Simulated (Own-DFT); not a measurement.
# Response to strain: diamond-structure GeSn with randomly placed atoms, 64 atoms (Ge56Sn8)

Calculated results; nothing here was measured. The program, named Own-DFT, is a retired in-house plane-wave density functional code that no person has reviewed. Each row is one single-point run on a periodic cell that was not relaxed, without spin or spin-orbit coupling.

Settings of every run: PBE; PseudoDojo norm-conserving scalar-relativistic files; cutoff 49 hartree; 3 x 3 x 3 k mesh centred on Gamma; Fermi-Dirac smearing of 0.1 eV.

Known limits: forces on such cells moved up to 12 meV/angstrom on a denser k mesh; stress not checked against mesh or cutoff.

Unstrained cell vectors in Å: (11.524, 0.000, 0.000); (0.000, 11.524, 0.000); (0.000, 0.000, 11.524). The unstrained cell has measured lattice constants (interpolated for alloys), not those of this functional. That, the random moves and any unrelaxed bonds set the pressure at no strain. Each run strains this cell uniformly, with the atoms carried along. Every atom was also moved at random, by a Gaussian of width 0.05 Å on each axis. The random placing of the alloy's atoms differs from row to row. Strain is the symmetric tensor, in per cent. Stress is positive in tension, and the pressure is minus a third of its trace.

| run | e_xx (%) | e_yy (%) | e_zz (%) | s_xx (GPa) | s_yy (GPa) | s_zz (GPa) | P (GPa) | E (meV/atom) |
|---|---|---|---|---|---|---|---|---|
| 1 | 3.00 | 3.00 | 0.00 | -0.75 | -0.61 | -2.15 | 1.17 | 0.0 |
| 2 | 1.50 | 1.50 | 0.00 | -2.64 | -2.77 | -3.51 | 2.97 | 7.7 |
| 3 | -0.25 | -0.25 | 0.00 | -6.06 | -6.08 | -5.79 | 5.97 | 63.3 |
| 4 | 0.25 | 0.25 | 0.00 | -4.72 | -4.72 | -4.65 | 4.69 | 16.6 |
| 5 | -2.00 | -2.00 | 0.00 | -8.54 | -8.78 | -7.46 | 8.26 | 51.6 |
| 6 | -3.00 | -3.00 | 0.00 | -11.24 | -11.17 | -9.37 | 10.60 | 111.8 |
| 7 | 2.00 | 2.00 | 0.00 | -2.24 | -2.06 | -3.18 | 2.49 | 13.5 |
| 8 | 2.50 | 2.50 | 0.00 | -1.33 | -1.38 | -2.85 | 1.85 | 9.0 |
| 9 | -2.50 | -2.50 | 0.00 | ? | ? | ? | ? | ? |

E is the free energy for each atom above the lowest run shown.

## Worked fit

The change of volume is close to e_xx + e_yy + e_zz. A straight line through the runs shown gives P = 5.55 - 77 x (fractional change of volume) GPa, with an error of 3 on the slope and a scatter of 0.36 GPa. The strain isn't the same on all axes, but the crystal is cubic, so the slope still estimates the bulk modulus, averaged over pressures from 1.2 to 10.6 GPa.

## Withheld run

Question: what pressure should run 9 give? Its volume changes by -4.94 %.

The line gives 9.3 GPa. The calculation gave 9.57 GPa.
